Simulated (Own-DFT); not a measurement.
# How strain changes the stress of hcp Ru, 36 atoms (Ru36)

Source: density functional calculations with Own-DFT, an unreviewed in-house program that is no longer used. Nothing was measured or relaxed, and spin and spin-orbit coupling are left out.

Common settings: PBE; PseudoDojo norm-conserving scalar-relativistic files; cutoff 50 hartree; 5 x 5 x 4 k mesh centred on Gamma; cold (Marzari-Vanderbilt) smearing of 0.2 eV.

Limits: forces on such cells failed a check on a denser k mesh; stress not checked against mesh or cutoff.

Unstrained cell vectors in Å: (8.118, 0.000, 0.000); (-4.059, 7.030, 0.000); (0.000, 0.000, 8.563). The unstrained cell has measured lattice constants (interpolated for alloys), not those of this functional. That, the random moves and any unrelaxed bonds set the pressure at no strain. The cell is deformed uniformly in each run, and the atoms keep their fractional places. Random moves of width 0.05 Å per axis were added to every atom. Stress is counted positive in tension, P = -(s_xx + s_yy + s_zz)/3, and strain components are those of the symmetric tensor.

| run | e_xx (%) | e_yy (%) | e_zz (%) | e_yz (%) | e_xz (%) | e_xy (%) | s_xx (GPa) | s_yy (GPa) | s_zz (GPa) | s_yz (GPa) | s_xz (GPa) | s_xy (GPa) | P (GPa) | E (meV/atom) |
|---|---|---|---|---|---|---|---|---|---|---|---|---|---|---|
| 1 | 0.96 | -1.06 | 1.39 | 1.13 | -0.83 | 1.59 | -1.28 | -9.38 | 1.48 | 4.24 | -3.19 | 6.92 | 3.06 | 0.0 |
| 2 | -1.54 | -1.98 | 0.76 | 0.14 | -1.89 | 1.78 | -21.81 | -24.20 | -10.63 | 0.96 | -7.71 | 9.00 | 18.88 | 73.1 |
| 3 | 0.96 | -0.30 | 0.37 | 1.47 | -1.23 | -1.21 | -2.80 | -6.82 | -5.39 | 4.95 | -3.85 | -5.61 | 5.00 | 20.7 |
| 4 | -1.27 | 1.27 | -0.32 | 0.21 | 0.40 | -0.81 | -13.38 | -2.81 | -9.51 | 0.80 | 1.49 | -2.97 | 8.57 | 5.0 |
| 5 | -1.50 | 0.20 | -0.81 | 0.28 | -1.19 | 2.00 | -19.02 | -12.26 | -16.62 | 1.10 | -5.22 | 9.22 | 15.97 | 43.1 |
| 6 | 1.03 | -1.67 | 1.39 | 1.27 | 1.41 | -1.72 | -2.65 | -13.61 | -0.78 | 4.46 | 5.14 | -7.72 | 5.68 | 23.2 |
| 7 | 1.43 | -1.60 | -1.21 | 1.94 | -0.96 | 0.43 | -4.74 | -17.57 | -17.54 | 8.46 | -3.83 | 2.12 | 13.28 | 37.6 |
| 8 | 0.05 | -1.91 | -0.32 | -0.32 | -0.91 | -0.35 | -12.60 | -20.37 | -13.77 | -1.54 | -3.83 | -1.91 | 15.58 | 30.7 |
| 9 | 0.20 | -1.93 | -0.19 | 0.33 | 0.70 | -0.28 | -10.65 | -20.04 | -12.58 | 1.14 | 2.95 | -0.99 | 14.42 | 24.9 |
| 10 | -0.56 | 1.11 | 0.79 | -1.21 | -1.30 | 0.76 | -7.53 | -1.27 | -1.51 | -4.41 | -4.90 | 2.54 | 3.43 | 9.3 |
| 11 | 1.96 | 1.38 | -1.25 | 1.66 | -1.92 | -0.21 | 1.73 | 1.09 | -11.23 | 6.12 | -7.20 | 0.01 | 2.80 | 38.0 |
| 12 | 1.62 | 0.28 | -1.44 | -1.87 | -1.93 | 1.97 | -1.50 | -7.12 | -15.41 | -7.25 | -6.90 | 7.98 | 8.01 | 45.7 |
| 13 | -1.02 | 1.61 | 1.09 | 1.33 | 0.54 | -1.67 | -9.32 | 1.26 | 0.17 | 4.71 | 2.54 | -6.96 | 2.63 | 17.4 |
| 14 | 1.17 | -1.52 | 0.89 | -1.47 | 1.44 | -1.73 | -2.11 | -15.43 | -3.69 | -5.53 | 4.94 | -7.28 | 7.08 | 39.5 |
| 15 | -1.59 | 1.94 | 0.56 | -1.38 | -0.21 | -1.48 | -13.78 | 1.74 | -3.40 | -4.98 | -0.94 | -6.00 | 5.15 | 19.6 |
| 16 | -0.74 | 1.45 | 1.19 | -1.71 | -0.25 | -0.87 | ? | ? | ? | ? | ? | ? | ? | ? |

The last column gives the free energy per atom over the lowest of the runs shown.

## Fit

Least squares on the runs shown: each stress against a constant and the strains, taken as fractions with shears doubled. Shear strains stay in the fit of a normal stress only where such slopes are resolved. The slopes, in GPa:

| stress | at no strain | per e_xx | per e_yy | per e_zz | scatter |
|---|---|---|---|---|---|
| s_xx | -8.6 | 607 ± 21 | 188 ± 18 | 217 ± 26 | 0.90 |
| s_yy | -8.5 | 210 ± 22 | 629 ± 19 | 204 ± 28 | 0.96 |
| s_zz | -8.5 | 169 ± 14 | 198 ± 12 | 688 ± 17 | 0.59 |

The slope of each shear stress on twice its own strain, from a fit on all six strains: yz 190 ± 5, xz 185 ± 9, xy 217 ± 10 GPa. These are stiffnesses along x, y and z of the frame in which the cell vectors are given, with the crystal's c axis along z: C11, C12, C13 and C33. Hexagonal symmetry asks that xx and yy behave alike, which is a second check on the noise. The atoms are held to the strained lattice; where symmetry lets them move under strain, relaxing them would lower some slopes. The table should be nearly symmetric about its diagonal, and what it lacks of that shows the noise. A ninth of the table's sum, 346 ± 12 GPa, estimates the bulk modulus near the mean pressure of these runs, 8.6 GPa, so it lies above the value at zero pressure.

## The run left out

Question: what normal stresses and pressure should run 16 give?

Estimate: s_xx = -7.8, s_yy = 1.5, s_zz = 1.4 and P = 1.7 GPa. DFT gave -6.66, 1.39, 1.22 and P = 1.35 GPa.
